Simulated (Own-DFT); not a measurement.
# Which defects push the lattice out? C40 NbSi2

Everything here is calculated. The program is Own-DFT (plane waves, in-house, since retired, never reviewed by a person); positions were held fixed, and spin and spin-orbit coupling were off.

Method: PBE; PseudoDojo norm-conserving scalar-relativistic files; cutoff 42 hartree; 4 x 4 x 5 k mesh centred on Gamma; cold (Marzari-Vanderbilt) smearing of 0.2 eV.

Caveats: forces on such cells failed a check on a denser k mesh; stress not checked against mesh or cutoff.

All runs share one cell, with vectors in Å (0.000, 8.324, 0.000); (-9.613, 0.000, 0.000); (0.000, 0.000, 6.586) and a volume of 527.0 Å³. Atoms were moved at random from their sites; u is the rms move along one axis. The defect's site can differ from row to row.

| cell | formula | u (Å) | P (GPa) |
|---|---|---|---|
| no defect | Nb12Si24 | 0.0186 | 1.45 |
| no defect | Nb12Si24 | 0.0218 | 1.54 |
| no defect | Nb12Si24 | 0.0503 | 2.82 |
| two Si on a Nb site each | Nb10Si26 | 0.0279 | 1.46 |
| two Si on a Nb site each | Nb10Si26 | 0.0301 | 1.85 |
| two Si on a Nb site each | Nb10Si26 | 0.0493 | 2.43 |
| one Si vacancy | Nb12Si23 | 0.0288 | 1.19 |
| one Si vacancy | Nb12Si23 | 0.0308 | ? |
| one Si vacancy | Nb12Si23 | 0.0471 | 1.60 |
| one Si vacancy | Nb12Si23 | 0.0535 | 2.36 |
| two Nb on a Si site each | Nb14Si22 | 0.0274 | 7.38 |
| two Nb on a Si site each | Nb14Si22 | 0.0459 | 8.49 |
| two Nb on a Si site each | Nb14Si22 | 0.0519 | 8.38 |

## Worked fit

P = P0 + c u² + a shift for each defect gives P0 = 1.30 GPa, c = 566 ± 67 GPa/Å² and a scatter of 0.20 GPa. The shifts, and each times the cell's volume:

- two Nb on a Si site each: 5.73 ± 0.17 GPa, 18.9 eV (9.4 eV for each of its 2 sites)
- two Si on a Nb site each: -0.17 ± 0.16 GPa, -0.5 eV (-0.3 eV for each of its 2 sites) (not resolved)
- one Si vacancy: -0.70 ± 0.17 GPa, -2.3 eV

Against the defect-free cell, a freed cell would be larger where the shift is positive and smaller where it is negative (160.2 GPa Å³ is 1 eV). The atoms around the defects weren't relaxed, which would change these numbers.

## Prediction

Question: what pressure belongs in the blank (one Si vacancy, u = 0.0308 Å)?

From the fit: 1.14 ± 0.24 GPa. Computed: 1.00 GPa.
